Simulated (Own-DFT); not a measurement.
# Point defects and the pressure they add: C11b WSi2

Everything here is calculated. The program is Own-DFT (plane waves, in-house, since retired, never reviewed by a person); positions were held fixed, and spin and spin-orbit coupling were off.

Settings: PBE; PseudoDojo norm-conserving scalar-relativistic files; cutoff 50 hartree; 5 x 5 x 5 k mesh centred on Gamma; cold (Marzari-Vanderbilt) smearing of 0.2 eV.

Keep in mind: forces on such cells failed a check on a denser k mesh; stress not checked against mesh or cutoff.

All runs share one cell, with vectors in Å (-2.148, -5.953, 3.409); (-6.444, 2.976, 1.136); (-2.553, -2.948, -6.757) and a volume of 403.2 Å³. The atoms are randomly displaced, by u rms on each axis. The defect's site can differ from row to row.

| cell | formula | u (Å) | P (GPa) |
|---|---|---|---|
| no defect | Si20W10 | 0.0209 | 4.48 |
| no defect | Si20W10 | 0.0531 | 6.34 |
| no defect | Si20W10 | 0.0546 | 6.55 |
| one W on a Si site | Si19W11 | 0.0309 | 9.99 |
| one W on a Si site | Si19W11 | 0.0338 | 10.21 |
| one W on a Si site | Si19W11 | 0.0448 | 10.13 |
| one Si vacancy | Si19W10 | 0.0296 | 3.53 |
| one Si vacancy | Si19W10 | 0.0312 | 3.31 |
| one Si vacancy | Si19W10 | 0.0532 | 4.80 |
| one W vacancy | Si20W9 | 0.0256 | 2.96 |
| one W vacancy | Si20W9 | 0.0271 | 3.29 |
| one W vacancy | Si20W9 | 0.0442 | ? |
| one W vacancy | Si20W9 | 0.0498 | 4.31 |
| one Si on a W site | Si21W9 | 0.0289 | 6.26 |
| one Si on a W site | Si21W9 | 0.0309 | 6.18 |
| one Si on a W site | Si21W9 | 0.0441 | 7.07 |

## Working it out

P = P0 + c u² + a shift for each defect gives P0 = 4.32 GPa, c = 705 ± 69 GPa/Å² and a scatter of 0.22 GPa. The shifts, and each times the cell's volume:

- one W on a Si site: 4.82 ± 0.18 GPa, 12.1 eV
- one Si on a W site: 1.30 ± 0.19 GPa, 3.3 eV
- one Si vacancy: -1.55 ± 0.18 GPa, -3.9 eV
- one W vacancy: -1.71 ± 0.19 GPa, -4.3 eV

Positive is outwards. The product with the volume (160.2 GPa Å³ to the eV) is nearly free of the cell's size; divided by the bulk modulus at the cell's pressure it gives the volume that the defect adds. The atoms around the defects weren't relaxed, which would change these numbers.

## Prediction

Q: what pressure belongs in the blank (one W vacancy, u = 0.0442 Å)?

Estimate: 3.99 ± 0.26 GPa. The calculation gave 4.32 GPa.
